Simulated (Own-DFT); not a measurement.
# Response to strain: 2H SiC, 32 atoms (C16Si16)

Calculated results; nothing here was measured. They come from Own-DFT, an in-house plane-wave density functional program, since retired, whose code no person has reviewed. Each row is one single-point run on a periodic cell that was not relaxed, without spin or spin-orbit coupling.

Settings of every run: PBE; PseudoDojo norm-conserving scalar-relativistic files; cutoff 42 hartree; 5 x 5 x 3 k mesh centred on Gamma; Fermi-Dirac smearing of 0.1 eV.

Known limits: forces on such cells passed a denser k mesh, each cell not checked; stress not checked against mesh or cutoff.

Unstrained cell vectors in Å: (6.165, 0.000, 0.000); (-3.083, 5.339, 0.000); (0.000, 0.000, 10.068). The unstrained cell has measured lattice constants (interpolated for alloys), not those of this functional. That, the random moves and any unrelaxed bonds set the pressure at no strain. Each run strains this cell uniformly, with the atoms carried along. Every atom was also moved at random, by a Gaussian of width 0.05 Å on each axis. Strain is the symmetric tensor, in per cent. Stress is positive in tension, and the pressure is minus a third of its trace.

```
run,e_xx (%),e_yy (%),e_zz (%),e_yz (%),e_xz (%),e_xy (%),s_xx (GPa),s_yy (GPa),s_zz (GPa),s_yz (GPa),s_xz (GPa),s_xy (GPa),P (GPa),E (meV/atom)
1,-1.65,1.39,-1.63,1.85,0.70,-1.31,-13.56,1.72,-20.43,6.21,4.29,-9.22,10.76,56.1
2,-1.84,1.60,1.66,-1.65,-1.35,0.11,-16.68,3.31,4.18,-4.42,-4.24,0.47,3.06,30.4
3,-0.92,-0.70,-1.35,-0.65,0.16,-0.19,-12.51,-11.02,-15.05,-2.60,0.10,-2.64,12.86,37.3
4,-0.18,1.56,-0.21,0.83,-1.80,-0.23,-5.50,5.10,-7.72,3.19,-7.14,1.37,2.71,7.4
5,1.94,-0.03,-1.32,1.18,-1.78,0.28,5.87,-6.08,-10.94,2.65,-5.14,1.59,3.72,17.7
6,-1.09,0.62,-1.88,1.84,-1.37,1.09,-10.98,-3.97,-19.17,6.85,-4.19,6.76,11.37,51.5
7,-1.69,1.55,0.09,1.27,1.71,-0.53,-13.10,3.74,-9.19,3.69,5.79,-1.19,6.18,38.0
8,-1.85,1.16,0.38,0.45,-0.47,1.73,-15.79,-1.08,-4.05,1.63,1.11,6.55,6.97,55.3
9,-0.85,0.91,0.08,-0.31,-0.07,-1.11,-6.36,0.15,-7.09,0.38,0.83,-6.00,4.44,0.0
10,-0.97,-1.13,-0.57,1.81,-0.05,1.42,-14.52,-10.93,-13.51,5.60,-0.42,10.72,12.99,55.9
11,-1.35,0.15,-0.37,1.45,1.13,0.61,-11.49,-1.87,-13.77,4.85,2.98,0.86,9.05,21.5
12,-1.71,-0.30,-1.61,-0.08,-1.27,-1.48,-12.09,-7.24,-24.49,0.59,-2.52,-8.36,14.61,48.1
13,0.73,0.22,-0.28,-1.35,-0.65,0.07,-1.48,-2.52,-6.80,-5.39,-2.17,-1.45,3.60,1.1
14,-1.17,1.93,1.99,-0.03,1.09,-1.63,-10.39,5.82,5.14,0.05,2.38,-8.82,-0.19,20.2
15,0.30,1.98,-0.27,-1.86,0.69,-0.16,-2.82,3.49,-8.52,-7.95,3.84,1.19,2.62,60.0
16,-0.60,1.92,-0.50,-0.37,0.14,0.55,-6.54,5.50,-9.04,-2.24,0.53,0.55,3.36,3.8
17,-0.21,-0.79,0.14,0.20,-0.26,1.95,-6.53,-9.04,-6.38,-0.08,-0.42,9.70,7.31,11.3
18,1.23,0.25,-1.40,1.59,1.44,-1.20,?,?,?,?,?,?,?,?
```

E is the free energy for each atom above the lowest run shown.

## Worked fit

Each stress component was fitted by least squares to a constant and the strains of the runs shown, as fractions, with shears doubled. Shear strains stay in the fit of a normal stress only where such slopes are resolved. The slopes, in GPa:

```
stress,at no strain,per e_xx,per e_yy,per e_zz,scatter
s_xx,-5.7,554 ± 41,99 ± 45,-42 ± 44,1.67
s_yy,-4.8,17 ± 36,517 ± 39,54 ± 38,1.44
s_zz,-6.4,199 ± 47,55 ± 51,695 ± 50,1.91
```

Each shear stress against twice its own strain: yz 174 ± 6, xz 163 ± 16, xy 255 ± 29 GPa. These are stiffnesses along x, y and z of the frame in which the cell vectors are given, which need not be the crystal's axes. The atoms are held to the strained lattice; where symmetry lets them move under strain, relaxing them would lower some slopes. The table should be nearly symmetric about its diagonal, and what it lacks of that shows the noise. A ninth of its sum, 239 ± 9 GPa, estimates the bulk modulus near the mean pressure of these runs, 6.8 GPa, so it lies above the value at zero pressure.

## Withheld run

Question: what normal stresses and pressure should run 18 give?

The fit gives s_xx = 2.0, s_yy = -4.1, s_zz = -13.5 and P = 5.2 GPa. The calculation gave 5.91, -8.07, -20.14 and P = 7.43 GPa.
